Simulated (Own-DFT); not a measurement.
# One host, several defects: 2H SiC

Calculated, not measured: single-point runs of Own-DFT, a retired in-house plane-wave DFT program that no person has reviewed, on unrelaxed cells, without spin or spin-orbit coupling.

Common settings: PBE; PseudoDojo norm-conserving scalar-relativistic files; cutoff 42 hartree; 4 x 4 x 3 k mesh centred on Gamma; Fermi-Dirac smearing of 0.1 eV.

Limits (not all hold for every row): some atoms lie very close together; not probed for a lower state with spin; forces on such cells passed a denser k mesh, each cell not checked; stress not checked against mesh or cutoff.

All runs share one cell, with vectors in Å (9.248, 0.000, 0.000); (-4.624, 8.009, 0.000); (0.000, 0.000, 10.068) and a volume of 745.7 Å³. Atoms were moved at random from their sites; u is the rms move along one axis. The defect's site can differ from row to row.

| cell | formula | u (Å) | P (GPa) |
|---|---|---|---|
| no defect | C36Si36 | 0.0292 | 3.85 |
| no defect | C36Si36 | 0.0594 | 5.75 |
| no defect | C36Si36 | 0.0598 | 6.74 |
| one Si on a C site | C35Si37 | 0.0302 | 10.48 |
| one Si on a C site | C35Si37 | 0.0508 | 12.28 |
| one Si on a C site | C35Si37 | 0.0529 | 11.61 |
| two N on a C site each | C34N2Si36 | 0.0307 | 2.91 |
| two N on a C site each | C34N2Si36 | 0.0495 | 4.32 |
| two N on a C site each | C34N2Si36 | 0.0526 | 4.37 |
| two Al on a Si site each | Al2C36Si34 | 0.0292 | 5.77 |
| two Al on a Si site each | Al2C36Si34 | 0.0325 | 5.89 |
| two Al on a Si site each | Al2C36Si34 | 0.0464 | 7.25 |
| one C on a Si site | C37Si35 | 0.0288 | ? |
| one C on a Si site | C37Si35 | 0.0312 | 1.82 |
| one C on a Si site | C37Si35 | 0.0531 | 3.14 |
| one C on a Si site | C37Si35 | 0.0542 | 3.41 |

## Fit

P = P0 + c u² + a shift for each defect gives P0 = 3.16 GPa, c = 864 ± 94 GPa/Å² and a scatter of 0.33 GPa. The shifts, and each times the cell's volume:

- one Si on a C site: 6.49 ± 0.28 GPa, 30.2 eV
- two Al on a Si site each: 1.98 ± 0.30 GPa, 9.2 eV (4.6 eV for each of its 2 sites)
- two N on a C site each: -1.06 ± 0.28 GPa, -4.9 eV (-2.5 eV for each of its 2 sites)
- one C on a Si site: -2.30 ± 0.27 GPa, -10.7 eV

A positive shift means that the defect pushes the cell outwards. Shift times volume (160.2 GPa Å³ is 1 eV) depends little on the cell's size, so, taken for each site, it can be compared between cells at like pressure. The atoms around the defects weren't relaxed, which would change these numbers.

## Withheld run

Question: what pressure belongs in the blank (one C on a Si site, u = 0.0288 Å)?

The fit gives 1.57 ± 0.41 GPa. Computed: 1.99 GPa.
